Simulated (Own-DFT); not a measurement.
# Strain and stress in wurtzite AlGaN with randomly placed atoms, 96 atoms (Al36Ga12N48)

Calculated results; nothing here was measured. They come from Own-DFT, an in-house plane-wave density functional program, since retired, whose code no person has reviewed. Each row is one single-point run on a periodic cell that was not relaxed, without spin or spin-orbit coupling.

Settings of every run: PBE; PseudoDojo norm-conserving scalar-relativistic files (stringent for Ga); cutoff 96 hartree; 3 x 4 x 3 k mesh centred on Gamma; Gaussian smearing of 0.01 eV.

Known limits: k mesh not checked against a denser one; stress not checked against mesh or cutoff.

Unstrained cell vectors in Å: (12.525, 0.000, 0.000); (-4.697, 8.135, 0.000); (0.000, 0.000, 10.066). The unstrained cell has measured lattice constants (interpolated for alloys), not those of this functional. That, the random moves and any unrelaxed bonds set the pressure at no strain. Each run strains this cell uniformly, with the atoms carried along. Every atom was also moved at random, by a Gaussian of width 0.05 Å on each axis. The random placing of the alloy's atoms differs from row to row. Strain is the symmetric tensor, in per cent. Stress is positive in tension, and the pressure is minus a third of its trace.

| run | e_xx (%) | e_yy (%) | e_zz (%) | s_xx (GPa) | s_yy (GPa) | s_zz (GPa) | P (GPa) | E (meV/atom) |
|---|---|---|---|---|---|---|---|---|
| 1 | -0.50 | -0.50 | 0.00 | -9.17 | -7.85 | -7.10 | 8.04 | 0.0 |
| 2 | 2.25 | 2.25 | 0.00 | 4.35 | 6.37 | -3.91 | -2.27 | 6.8 |
| 3 | -1.25 | -1.25 | 0.00 | -14.60 | -13.79 | -7.70 | 12.03 | 29.3 |
| 4 | 1.50 | 1.50 | 0.00 | 2.09 | 1.35 | -5.63 | 0.73 | 18.1 |
| 5 | 1.25 | 1.25 | 0.00 | 0.17 | 0.55 | -3.80 | 1.03 | 0.1 |
| 6 | 2.00 | 2.00 | 0.00 | 3.59 | 4.66 | -2.35 | -1.97 | 3.5 |
| 7 | 3.00 | 3.00 | 0.00 | 7.88 | 8.76 | -1.75 | -4.96 | 11.2 |
| 8 | -1.75 | -1.75 | 0.00 | -16.15 | -17.72 | -9.93 | 14.60 | 36.3 |
| 9 | -0.25 | -0.25 | 0.00 | ? | ? | ? | ? | ? |

E is the free energy for each atom above the lowest run shown.

## Worked fit

The change of volume is close to e_xx + e_yy + e_zz. A straight line through the runs shown gives P = 6.80 - 204 x (fractional change of volume) GPa, with an error of 7 on the slope and a scatter of 0.63 GPa. The strain isn't the same on all axes and the cell isn't cubic, so the slope belongs to this path and is not the bulk modulus.

## Withheld run

Question: what pressure should run 9 give? Its volume changes by -0.50 %.

The line gives 7.8 GPa. The calculation gave 7.56 GPa.
